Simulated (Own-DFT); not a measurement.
# Strain and stress in wurtzite AlN, 72 atoms (Al36N36)

Calculated results; nothing here was measured. The program, named Own-DFT, is a retired in-house plane-wave density functional code that no person has reviewed. Each row is one single-point run on a periodic cell that was not relaxed, without spin or spin-orbit coupling.

Settings of every run: PBE; PseudoDojo norm-conserving scalar-relativistic files; cutoff 42 hartree; 3 x 3 x 2 k mesh centred on Gamma; Fermi-Dirac smearing of 0.1 eV.

Known limits: forces on such cells moved up to 12 meV/angstrom on a denser k mesh; stress not checked against mesh or cutoff.

Unstrained cell vectors in Å: (9.336, 0.000, 0.000); (-4.668, 8.085, 0.000); (0.000, 0.000, 9.964). The unstrained cell has measured lattice constants (interpolated for alloys), not those of this functional. That, the random moves and any unrelaxed bonds set the pressure at no strain. Each run strains this cell uniformly, with the atoms carried along. Every atom was also moved at random, by a Gaussian of width 0.05 Å on each axis. Strain is the symmetric tensor, in per cent. Stress is positive in tension, and the pressure is minus a third of its trace.

```
run  e_xx (%)  e_yy (%)  e_zz (%)  e_yz (%)  e_xz (%)  e_xy (%)  s_xx (GPa)  s_yy (GPa)  s_zz (GPa)  s_yz (GPa)  s_xz (GPa)  s_xy (GPa)  P (GPa)  E (meV/atom)
  1      1.99     -1.14      0.67     -1.96     -1.37      1.07        1.37       -8.28       -0.84       -4.46       -3.20        4.20     2.58          24.7
  2     -0.68     -0.81      0.25      1.58     -1.64     -1.65      -10.86      -10.62       -4.85        3.49       -3.60       -7.61     8.78          33.7
  3     -0.63     -1.24     -0.64      0.52      1.50      1.44       -9.31      -17.74       -9.73        3.59        3.82        5.69    12.26          56.8
  4      0.98      0.52      0.46      1.99     -0.78      1.29       -1.93       -2.13       -2.06        5.57       -2.05        4.87     2.04          22.5
  5     -1.11     -0.23      0.58      0.03      1.31      1.53      -12.02       -7.70       -3.07        0.32        4.17        5.56     7.60          22.4
  6      1.93      1.98      0.62     -0.05     -1.33      1.38        5.07        5.90       -2.71       -0.59       -3.16        4.13    -2.76          21.6
  7     -0.38      0.63      1.71      0.26     -1.43      0.10       -4.63       -1.03        1.37        0.75       -3.41        2.03     1.43           0.0
  8     -0.17      1.98      0.59     -0.46      0.02      1.72       -5.07        2.93        0.39       -2.07        0.49        4.53     0.58           7.2
  9      1.95      1.58     -1.35      0.60     -0.75      0.89        4.15        1.53       -8.37        1.56       -1.71        3.32     0.90          13.3
 10     -1.24     -0.08     -1.67     -0.22     -0.20      0.47      -12.56       -8.88      -15.90       -0.43       -1.07        1.30    12.44          32.4
 11     -1.33      1.03      1.74     -0.97      1.38     -0.38      -11.40       -1.43        3.26       -2.79        3.14       -0.65     3.19          25.1
 12      0.65      1.84     -0.59      1.02      0.84     -1.37       -0.75        2.05       -7.83        2.25        1.62       -4.40     2.18          23.2
 13     -0.94     -1.54     -1.48      0.83     -1.57      0.86      -15.40      -14.48      -15.69        2.66       -4.05        3.55    15.19          58.7
 14      1.23     -1.11      1.36     -0.78     -0.10     -0.54        0.29       -8.43       -0.56       -2.71        0.02       -2.52     2.90          10.8
 15      0.86      0.83     -0.24     -1.45      1.37     -1.84       -1.03       -0.92       -5.94       -2.61        3.44       -6.51     2.63          17.0
 16     -1.88     -1.32      0.26      0.63     -0.36      0.83      -17.61      -14.98       -4.85        1.79       -0.78        4.36    12.48          28.6
 17     -0.14      1.54     -1.86     -1.01      0.79     -0.36       -4.47       -1.62      -13.01       -2.32        2.10        0.96     6.36          16.0
 18     -0.19      0.01     -1.44      0.22     -0.52     -0.55           ?           ?           ?           ?           ?           ?        ?             ?
```

E is the free energy for each atom above the lowest run shown.

## Worked fit

Each stress component was fitted by least squares to a constant and the strains of the runs shown, as fractions, with shears doubled. Shear strains stay in the fit of a normal stress only where such slopes are resolved. The slopes, in GPa:

| stress | at no strain | per e_xx | per e_yy | per e_zz | scatter |
|---|---|---|---|---|---|
| s_xx | -6.3 | 479 ± 27 | 130 ± 26 | 44 ± 27 | 1.25 |
| s_yy | -6.4 | 120 ± 29 | 471 ± 28 | 112 ± 30 | 1.37 |
| s_zz | -5.7 | 44 ± 30 | 72 ± 29 | 481 ± 31 | 1.42 |

Each shear stress against twice its own strain: yz 131 ± 9, xz 125 ± 5, xy 179 ± 14 GPa. These are stiffnesses along x, y and z of the frame in which the cell vectors are given, which need not be the crystal's axes. The atoms are held to the strained lattice; where symmetry lets them move under strain, relaxing them would lower some slopes. The table should be nearly symmetric about its diagonal, and what it lacks of that shows the noise. A ninth of its sum, 217 ± 5 GPa, estimates the bulk modulus near the mean pressure of these runs, 5.3 GPa, so it lies above the value at zero pressure.

## Withheld run

Question: what normal stresses and pressure should run 18 give?

The fit gives s_xx = -7.9, s_yy = -8.2, s_zz = -12.7 and P = 9.6 GPa. The calculation gave -8.82, -4.01, -15.88 and P = 9.57 GPa.
